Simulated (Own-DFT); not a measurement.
# Computed records: Hf₃₆O₇₁ (tetragonal hafnia with one neutral oxygen vacancy, atoms displaced)

All values are calculated (Own-DFT development build). A calculation, not a measurement: plane-wave PBE and HSE06 DFT by an unreviewed code, no spin, of a simulated cell at Gamma alone, so results move with cell size and shape, stress positive in tension, energies less offsets, not probed for a lower state with spin; hafnium file: forces about 75 meV/angstrom off all-electron values; oxygen file: force components 24 meV/angstrom off all-electron in a glass; k mesh not checked against a denser one; forces and stress are PBE's, HSE06 gives the energy alone, and its difference from PBE has offsets of its own; offsets are fitted by least squares, one for each functional and potential file, so energies compare only between cells with the same atoms and settings and are not formation energies; the far tail of each file's local potential was reset to the Coulomb form; each entry is a single point on an unrelaxed cell, so the pressure reflects the starting lattice, taken from the Materials Project, from which strain is counted, and rises with the displacements; printed positions are rounded, which can move forces by about a meV/angstrom; the program is a retired in-house code; no spin-orbit coupling.

Common to all runs: first functional PBE; second functional HSE06; exact exchange share 0.25; screening 0.11 1/bohr; exchange divergence Gygi-Baldereschi; potential files PseudoDojo norm-conserving, scalar-relativistic, made for PBE, standard set; wave cutoff 48 hartree; occupations fixed; k mesh 1 x 1 x 1 centred on Gamma.

(1) Hf₃₆O₇₁ (tetragonal hafnia with one neutral oxygen vacancy, atoms displaced)

```cif
# cell vector a (Å): 10.7800 0.0000 0.0000
# cell vector b (Å): 0.0000 10.7800 0.0000
# cell vector c (Å): 0.0000 0.0000 10.4493
data_Hf36O71
_symmetry_space_group_name_H-M 'P 1'
_symmetry_Int_Tables_number 1
_cell_length_a 10.7800
_cell_length_b 10.7800
_cell_length_c 10.4493
_cell_angle_alpha 90.000
_cell_angle_beta 90.000
_cell_angle_gamma 90.000
_cell_volume 1214.30
loop_
_atom_site_label
_atom_site_type_symbol
_atom_site_fract_x
_atom_site_fract_y
_atom_site_fract_z
_atom_site_occupancy
Hf1 Hf 0.99314 0.99442 0.99780 1
Hf2 Hf 0.16050 0.17267 0.24488 1
O1 O 0.00550 0.16134 0.14348 1
O2 O 0.16468 0.00922 0.34870 1
O3 O 0.17370 0.99961 0.10235 1
Hf3 Hf 0.99918 0.99839 0.50626 1
Hf4 Hf 0.16344 0.17011 0.75090 1
O4 O 0.99369 0.17130 0.65412 1
O5 O 0.16218 0.00158 0.85156 1
O6 O 0.99917 0.16355 0.90196 1
O7 O 0.16368 0.99715 0.59561 1
Hf5 Hf 0.99465 0.32940 0.00269 1
Hf6 Hf 0.16489 0.50776 0.25824 1
O8 O 0.00636 0.50153 0.15852 1
O9 O 0.16800 0.33004 0.34434 1
O10 O 0.00173 0.49232 0.39951 1
O11 O 0.16785 0.32982 0.09244 1
Hf7 Hf 0.99782 0.32771 0.51002 1
Hf8 Hf 0.15989 0.50543 0.75090 1
O12 O 0.00082 0.49394 0.64858 1
O13 O 0.17641 0.32956 0.84501 1
O14 O 0.01135 0.50404 0.90731 1
O15 O 0.16660 0.33226 0.59748 1
Hf9 Hf 0.99865 0.66918 0.99457 1
Hf10 Hf 0.16663 0.83739 0.25036 1
O16 O 0.99765 0.83426 0.14779 1
O17 O 0.15932 0.66373 0.35733 1
O18 O 0.00371 0.82923 0.41192 1
O19 O 0.17048 0.66371 0.10221 1
Hf11 Hf 0.00605 0.66728 0.49466 1
Hf12 Hf 0.16622 0.84533 0.75464 1
O20 O 0.99953 0.82169 0.65615 1
O21 O 0.16064 0.67085 0.85307 1
O22 O 0.00962 0.83127 0.89772 1
O23 O 0.15351 0.66672 0.59668 1
Hf13 Hf 0.32501 0.00427 0.00093 1
Hf14 Hf 0.50673 0.16824 0.25842 1
O24 O 0.32672 0.16112 0.15615 1
O25 O 0.50446 0.99528 0.35439 1
O26 O 0.33487 0.16601 0.40802 1
O27 O 0.50263 0.00326 0.09341 1
Hf15 Hf 0.33492 0.00494 0.50670 1
Hf16 Hf 0.50292 0.16040 0.74572 1
O28 O 0.32617 0.16108 0.65264 1
O29 O 0.49983 0.99732 0.84767 1
O30 O 0.33920 0.16252 0.89710 1
O31 O 0.49869 0.99833 0.59130 1
Hf17 Hf 0.33363 0.33714 0.00134 1
Hf18 Hf 0.50236 0.49906 0.26326 1
O32 O 0.33308 0.49533 0.15377 1
O33 O 0.49446 0.33705 0.34634 1
O34 O 0.33737 0.49561 0.40245 1
O35 O 0.49568 0.33258 0.10101 1
Hf19 Hf 0.33525 0.33700 0.49592 1
Hf20 Hf 0.49110 0.49870 0.75684 1
O36 O 0.34160 0.50156 0.64425 1
O37 O 0.50269 0.33232 0.84811 1
O38 O 0.33942 0.49844 0.89336 1
O39 O 0.50180 0.32819 0.59731 1
Hf21 Hf 0.33579 0.66519 0.99568 1
Hf22 Hf 0.49391 0.83578 0.24890 1
O40 O 0.33500 0.82946 0.15188 1
O41 O 0.49635 0.65646 0.35698 1
O42 O 0.32889 0.83378 0.40376 1
O43 O 0.49485 0.66727 0.08848 1
Hf23 Hf 0.33929 0.66815 0.49923 1
Hf24 Hf 0.49953 0.83213 0.74925 1
O44 O 0.33911 0.83024 0.65826 1
O45 O 0.50774 0.67064 0.84877 1
O46 O 0.33210 0.83261 0.89951 1
O47 O 0.49977 0.66497 0.59937 1
Hf25 Hf 0.66435 0.99687 0.00309 1
Hf26 Hf 0.84353 0.16362 0.25725 1
O48 O 0.66380 0.16814 0.15836 1
O49 O 0.82934 0.00160 0.35009 1
O50 O 0.65229 0.16396 0.40335 1
O51 O 0.83666 0.99117 0.09297 1
Hf27 Hf 0.66941 0.99988 0.50564 1
Hf28 Hf 0.82993 0.16578 0.74608 1
O52 O 0.65315 0.16886 0.65066 1
O53 O 0.83484 0.00077 0.85121 1
O54 O 0.66292 0.16680 0.89845 1
O55 O 0.82419 0.00364 0.59719 1
Hf29 Hf 0.66672 0.32614 0.00415 1
Hf30 Hf 0.83160 0.49566 0.23903 1
O56 O 0.66701 0.49968 0.15055 1
O57 O 0.83192 0.32601 0.34038 1
O58 O 0.67135 0.49552 0.39774 1
O59 O 0.83134 0.33854 0.09161 1
Hf31 Hf 0.66212 0.33245 0.50413 1
Hf32 Hf 0.83972 0.49153 0.75067 1
O60 O 0.66752 0.50149 0.65841 1
O61 O 0.83232 0.32968 0.84417 1
O62 O 0.67044 0.49814 0.90642 1
O63 O 0.83122 0.33118 0.59248 1
Hf33 Hf 0.67528 0.66664 0.99576 1
Hf34 Hf 0.83612 0.83237 0.25263 1
O64 O 0.66636 0.83493 0.15555 1
O65 O 0.83380 0.66371 0.34626 1
O66 O 0.66373 0.84279 0.40594 1
O67 O 0.83549 0.67047 0.09616 1
Hf35 Hf 0.67176 0.67352 0.49047 1
Hf36 Hf 0.82450 0.83586 0.75530 1
O68 O 0.67074 0.83478 0.65555 1
O69 O 0.82738 0.66836 0.84271 1
O70 O 0.65472 0.83244 0.89749 1
O71 O 0.83266 0.66606 0.60236 1
```

* PBE energy of cell above offsets: -96.891 eV
* HSE06 less PBE above offsets: 0.090 eV
* PBE pressure: 2.39 GPa
* PBE stress xx: -2.53 GPa
* PBE stress yy: -1.64 GPa
* PBE stress zz: -2.99 GPa
* PBE stress yz: -0.22 GPa
* PBE stress xz: -0.3 GPa
* PBE stress xy: -0.13 GPa

Force:
```tsv
element	x (eV/Å)	y (eV/Å)	z (eV/Å)
Hf	1.76	0.363	-0.103
Hf	2.241	-0.458	0.526
O	-2.256	0.411	0.541
O	-0.991	-0.963	0.033
O	-2.408	-1.015	-0.036
Hf	0.097	-0.03	-0.844
Hf	1.077	0.138	0.198
O	0.627	-0.512	-0.568
O	0.254	0.939	0.053
O	-0.246	0.656	-0.086
O	-0.353	-0.237	0.908
Hf	2.043	0.082	-0.537
Hf	0.592	-1.303	-1.053
O	-1.45	-0.308	-1.053
O	-0.251	0.378	0.542
O	-0.241	-0.009	0.801
O	-1.178	-0.111	-0.142
Hf	1.018	0.755	-2.267
Hf	1.369	0.095	-0.276
O	-0.322	-0.455	0.807
O	-0.725	1.119	-0.102
O	-0.879	-1.618	-0.842
O	-0.004	-0.103	-0.003
Hf	1.759	0.181	1.056
Hf	0.496	0.157	-0.021
O	0.72	0.035	0.838
O	0.698	1.292	-0.822
O	-0.451	2.276	-1.789
O	-0.702	0.486	-0.12
Hf	-2.219	-1.758	1.193
Hf	0.055	-2.234	-0.778
O	-0.823	1.75	0.371
O	0.667	-0.642	-0.949
O	-0.96	0.707	0.636
O	3.478	-0.724	1.133
Hf	2.037	0.147	-0.505
Hf	-1.876	-0.853	-0.587
O	1.346	0.217	-0.079
O	-0.968	0.185	-1.398
O	0.586	0.213	-0.118
O	-0.902	-0.426	0.85
Hf	-0.442	0.196	-1.244
Hf	-2.987	0.644	2.123
O	0.741	-0.288	0.083
O	0.42	0.205	-0.637
O	-0.642	0.551	0.866
O	0.58	0.062	1.44
Hf	0.337	-0.878	-0.033
Hf	-0.476	-0.264	-3.093
O	0.051	0.143	0.147
O	0.383	-1.072	1.093
O	-0.653	1.483	-0.406
O	1.056	-0.415	-0.201
Hf	-0.468	-1.209	0.923
Hf	2.133	0.436	-0.591
O	-2.146	-0.015	0.4
O	-0.061	-0.381	-0.082
O	-0.567	0.616	0.558
O	-1.082	0.256	-0.115
Hf	-0.448	0.274	0.388
Hf	0.673	0.048	0.107
O	-0.698	0.368	0.436
O	0.26	2.663	-0.357
O	-0.045	0.035	-0.322
O	1.634	0.104	1.094
Hf	-0.475	-0.468	1.218
Hf	0.534	-0.295	0.747
O	-1.969	0.105	-1.03
O	-0.731	-1.137	-0.398
O	-0.304	0.369	0.505
O	0.901	0.705	-0.637
Hf	-0.662	0.07	-0.674
Hf	-0.764	-0.092	-0.862
O	1.856	0.024	-0.704
O	0.805	-0.465	0.052
O	0.684	0.766	0.482
O	-1.228	0.454	0.963
Hf	-2.374	0.559	-1.442
Hf	-0.975	-0.239	0.765
O	3.805	-0.255	-0.703
O	0.037	0.094	-0.318
O	0.615	-0.761	0.478
O	2.694	0.345	1.334
Hf	-2.43	1.082	-0.861
Hf	0.521	0.145	1.673
O	-0.392	0.263	0.247
O	0.328	0.357	0.268
O	-0.175	0.375	0.432
O	0.902	-0.186	0.762
Hf	-0.017	0.625	-0.484
Hf	-2.577	2.132	-1.005
O	0.211	-0.839	-0.124
O	0.677	-0.297	0.356
O	0.389	-0.372	0.438
O	-0.519	-0.229	0.913
Hf	-2.266	-0.767	-0.177
Hf	-0.707	-0.162	-0.491
O	0.182	-0.171	0.148
O	-0.5	0.601	-0.415
O	0.579	-2.033	-0.531
O	0.203	-0.27	0.199
Hf	0.315	-1.519	2.199
Hf	1.507	-1.346	-1.142
O	-1.078	0.233	-0.975
O	0.569	-0.479	1.238
O	1.703	0.718	1.015
O	-0.14	-0.029	-1.441
```

(2) Hf₃₆O₇₁ (tetragonal hafnia with one neutral oxygen vacancy, atoms displaced)

```cif
# cell vector a (Å): 10.7800 0.0000 0.0000
# cell vector b (Å): 0.0000 10.7800 0.0000
# cell vector c (Å): 0.0000 0.0000 10.4493
data_Hf36O71
_symmetry_space_group_name_H-M 'P 1'
_symmetry_Int_Tables_number 1
_cell_length_a 10.7800
_cell_length_b 10.7800
_cell_length_c 10.4493
_cell_angle_alpha 90.000
_cell_angle_beta 90.000
_cell_angle_gamma 90.000
_cell_volume 1214.30
loop_
_atom_site_label
_atom_site_type_symbol
_atom_site_fract_x
_atom_site_fract_y
_atom_site_fract_z
_atom_site_occupancy
Hf1 Hf 0.00367 0.00696 0.00271 1
Hf2 Hf 0.16969 0.16935 0.24586 1
O1 O 0.99512 0.16294 0.15596 1
O2 O 0.16528 0.99451 0.34688 1
O3 O 0.99786 0.16567 0.40371 1
O4 O 0.16632 0.99962 0.09931 1
Hf3 Hf 0.99712 0.00748 0.50194 1
Hf4 Hf 0.16363 0.16687 0.75058 1
O5 O 0.99476 0.16812 0.65831 1
O6 O 0.16705 0.99696 0.84280 1
O7 O 0.00173 0.17096 0.90214 1
O8 O 0.16318 0.00304 0.60037 1
Hf5 Hf 0.00301 0.32658 0.00056 1
Hf6 Hf 0.16628 0.50353 0.25040 1
O9 O 0.00028 0.49739 0.15206 1
O10 O 0.16916 0.33696 0.34732 1
O11 O 0.00186 0.49730 0.40396 1
O12 O 0.16776 0.33020 0.09623 1
Hf7 Hf 0.00030 0.33562 0.50288 1
Hf8 Hf 0.16447 0.49573 0.75139 1
O13 O 0.00494 0.50030 0.65161 1
O14 O 0.16701 0.32980 0.84385 1
O15 O 0.00105 0.49430 0.90813 1
O16 O 0.16720 0.33815 0.60047 1
Hf9 Hf 0.00112 0.66933 0.00119 1
Hf10 Hf 0.16767 0.83782 0.25160 1
O17 O 0.00156 0.83401 0.14942 1
O18 O 0.16917 0.66770 0.34862 1
O19 O 0.00370 0.83865 0.39866 1
O20 O 0.16962 0.66459 0.09719 1
Hf11 Hf 0.00072 0.66221 0.50828 1
Hf12 Hf 0.16588 0.83275 0.75122 1
O21 O 0.00072 0.83269 0.64956 1
O22 O 0.15968 0.66660 0.84707 1
O23 O 0.00255 0.83162 0.89931 1
O24 O 0.16712 0.66889 0.59519 1
Hf13 Hf 0.33242 0.00136 0.99878 1
Hf14 Hf 0.50022 0.17393 0.24904 1
O25 O 0.33726 0.16858 0.15416 1
O26 O 0.50579 0.00429 0.34478 1
O27 O 0.33340 0.17186 0.40007 1
O28 O 0.50180 0.00173 0.09764 1
Hf15 Hf 0.33088 0.00274 0.49794 1
Hf16 Hf 0.50083 0.16779 0.75143 1
O29 O 0.33903 0.16479 0.65416 1
O30 O 0.50483 0.99855 0.84461 1
O31 O 0.33170 0.16973 0.89970 1
O32 O 0.49790 0.99776 0.59218 1
Hf17 Hf 0.33249 0.33519 0.99633 1
Hf18 Hf 0.50720 0.49722 0.25236 1
O33 O 0.33362 0.50183 0.15145 1
O34 O 0.49836 0.33564 0.34998 1
O35 O 0.33246 0.50318 0.40570 1
O36 O 0.49965 0.33975 0.09577 1
Hf19 Hf 0.33197 0.33328 0.49665 1
Hf20 Hf 0.50379 0.49853 0.74433 1
O37 O 0.33323 0.50243 0.65059 1
O38 O 0.50159 0.33417 0.84616 1
O39 O 0.33169 0.50135 0.90190 1
Hf21 Hf 0.33230 0.67108 0.99855 1
Hf22 Hf 0.49849 0.83495 0.24422 1
O40 O 0.33184 0.83901 0.14863 1
O41 O 0.49510 0.66865 0.34482 1
O42 O 0.33404 0.83012 0.40141 1
O43 O 0.49981 0.67127 0.09597 1
Hf23 Hf 0.33628 0.66483 0.49982 1
Hf24 Hf 0.49573 0.83474 0.75209 1
O44 O 0.33254 0.83512 0.65266 1
O45 O 0.49584 0.66349 0.84990 1
O46 O 0.33536 0.83016 0.89684 1
O47 O 0.50212 0.66850 0.59693 1
Hf25 Hf 0.66473 0.99575 0.00000 1
Hf26 Hf 0.82928 0.16673 0.24948 1
O48 O 0.66212 0.16771 0.15087 1
O49 O 0.83844 0.00272 0.34930 1
O50 O 0.66959 0.16679 0.40156 1
O51 O 0.83297 0.99795 0.09383 1
Hf27 Hf 0.66770 0.00144 0.49733 1
Hf28 Hf 0.83627 0.16266 0.74803 1
O52 O 0.66895 0.16681 0.64543 1
O53 O 0.82989 0.00328 0.84981 1
O54 O 0.66641 0.17224 0.90852 1
O55 O 0.83176 0.99841 0.59834 1
Hf29 Hf 0.66895 0.33470 0.99505 1
Hf30 Hf 0.83009 0.50142 0.25614 1
O56 O 0.66673 0.50212 0.15065 1
O57 O 0.83478 0.33747 0.35137 1
O58 O 0.66496 0.49130 0.39692 1
O59 O 0.83368 0.33446 0.09788 1
Hf31 Hf 0.66770 0.33464 0.49643 1
Hf32 Hf 0.82764 0.50167 0.75470 1
O60 O 0.67102 0.49284 0.65635 1
O61 O 0.83981 0.33033 0.84480 1
O62 O 0.66963 0.49865 0.90379 1
O63 O 0.82881 0.33710 0.59877 1
Hf33 Hf 0.66446 0.65961 0.00204 1
Hf34 Hf 0.83308 0.83217 0.24828 1
O64 O 0.66350 0.83592 0.15549 1
O65 O 0.83442 0.66186 0.34573 1
O66 O 0.66801 0.83426 0.39620 1
O67 O 0.83496 0.66288 0.09671 1
Hf35 Hf 0.66642 0.66788 0.50354 1
Hf36 Hf 0.83301 0.83110 0.74980 1
O68 O 0.66501 0.83409 0.64872 1
O69 O 0.83203 0.66458 0.84619 1
O70 O 0.66831 0.83162 0.89929 1
O71 O 0.83016 0.66508 0.59525 1
```

- PBE energy of cell above offsets: -100.394 eV
- HSE06 less PBE above offsets: -0.116 eV
- PBE pressure: 1.1 GPa
- PBE stress xx: -0.67 GPa
- PBE stress yy: -0.93 GPa
- PBE stress zz: -1.7 GPa
- PBE stress yz: -0.13 GPa
- PBE stress xz: -0.16 GPa
- PBE stress xy: 0 GPa

Force:
```tsv
element	x (eV/Å)	y (eV/Å)	z (eV/Å)
Hf	-1.174	-1.547	-0.324
Hf	-0.35	0.103	0.929
O	1.087	-0.032	-0.583
O	0.693	2.406	0.224
O	0.506	1.188	0.147
O	0.52	0.712	-0.416
Hf	0.091	-1.98	-0.677
Hf	0.988	-0.513	-0.591
O	1.376	0.025	-1.052
O	0.059	1.062	1.169
O	0.459	-1.773	-0.29
O	0.489	0.496	-0.477
Hf	-1.166	2.427	0.718
Hf	0.103	0.563	-0.395
O	0.02	0.205	0.815
O	-0.127	-0.945	-0.132
O	-0.04	0.518	0.273
O	0.177	-0.655	0.152
Hf	-0.681	0.092	-0.283
Hf	0.753	0.819	0.2
O	-1.453	0.283	0.148
O	0.08	0.3	0.625
O	0.138	0.592	-0.441
O	0.01	-0.822	-0.324
Hf	0.532	-0.84	0.022
Hf	-0.629	-1.664	0.32
O	-0.205	-0.098	-0.016
O	-0.336	-0.031	-0.283
O	-0.611	-0.887	0.718
O	-0.538	0.253	-0.087
Hf	0.764	1.118	-1.467
Hf	-0.34	-0.846	-0.845
O	-0.565	-0.265	0.448
O	0.341	-0.232	-0.073
O	-0.447	1.047	0.349
O	0.2	-0.065	0.393
Hf	0.581	-0.383	0.099
Hf	0.497	-1.093	0.219
O	-0.73	-0.289	-0.651
O	-0.538	-0.077	-0.22
O	-0.406	-0.996	0.02
O	-1.001	-0.184	-0.665
Hf	0.297	-0.801	0.144
Hf	0.78	-0.072	-0.664
O	-0.946	0.521	-0.354
O	-0.307	0.49	0.534
O	0.109	-0.894	0.39
O	0.228	0.023	0.155
Hf	0.43	1.045	0.521
Hf	-1.724	0.961	-0.659
O	0.272	-0.267	0.528
O	-0.047	-0.385	0.323
O	0.143	-1.004	-0.283
O	0.188	-0.263	0.013
Hf	0.444	1.095	0.761
Hf	-1.534	0.214	0.432
O	0.463	-0.371	0.444
O	-0.108	0.234	-0.656
O	-0.287	-0.305	0.007
Hf	0.221	-1.448	0.292
Hf	-0.25	0.133	1.161
O	0.115	0.07	-0.364
O	0.671	-0.539	0.057
O	0.086	1.227	0.07
O	-0.033	0.068	0.076
Hf	-0.667	0.428	-0.23
Hf	0.514	-0.707	-0.731
O	-0.078	0.055	-0.039
O	0.595	0.186	-0.555
O	-0.161	1.332	0.404
O	0.331	-0.418	0.355
Hf	0.506	0.426	-0.339
Hf	-0.423	0.459	0.358
O	0.73	0.113	0.372
O	-0.54	-0.399	-0.545
O	0.062	0.62	-0.368
O	0.04	0.07	0.421
Hf	-0.761	-0.368	0.002
Hf	-2.076	0.701	0.48
O	-0.724	0.1	0.905
O	0.346	-0.688	-0.372
O	-0.221	-1.287	-0.871
O	0.307	0.101	0.225
Hf	0.18	-0.642	1.342
Hf	1.338	-0.78	-1.613
O	0.1	0.258	-0.026
O	0.017	-1.08	-0.314
O	-0.122	2.116	0.36
O	-0.179	-0.404	-0.156
Hf	-0.149	-1.303	1.153
Hf	1.982	-1.396	-0.04
O	-1.274	0.399	-0.939
O	-0.538	0.327	0.134
O	0.112	0.276	-0.873
O	1.157	-0.055	-0.441
Hf	0.222	1.227	-0.033
Hf	0.535	0.3	0.519
O	0.934	-0.037	-0.859
O	-0.211	1.181	0.594
O	0.299	-0.661	0.819
O	-0.651	0.55	0.023
Hf	-0.39	0.918	-1.347
Hf	-0.113	0.774	0.071
O	0.288	-0.345	0.267
O	0.153	0.461	0.111
O	-0.007	-0.43	0.494
O	0.204	-0.106	0.656
```
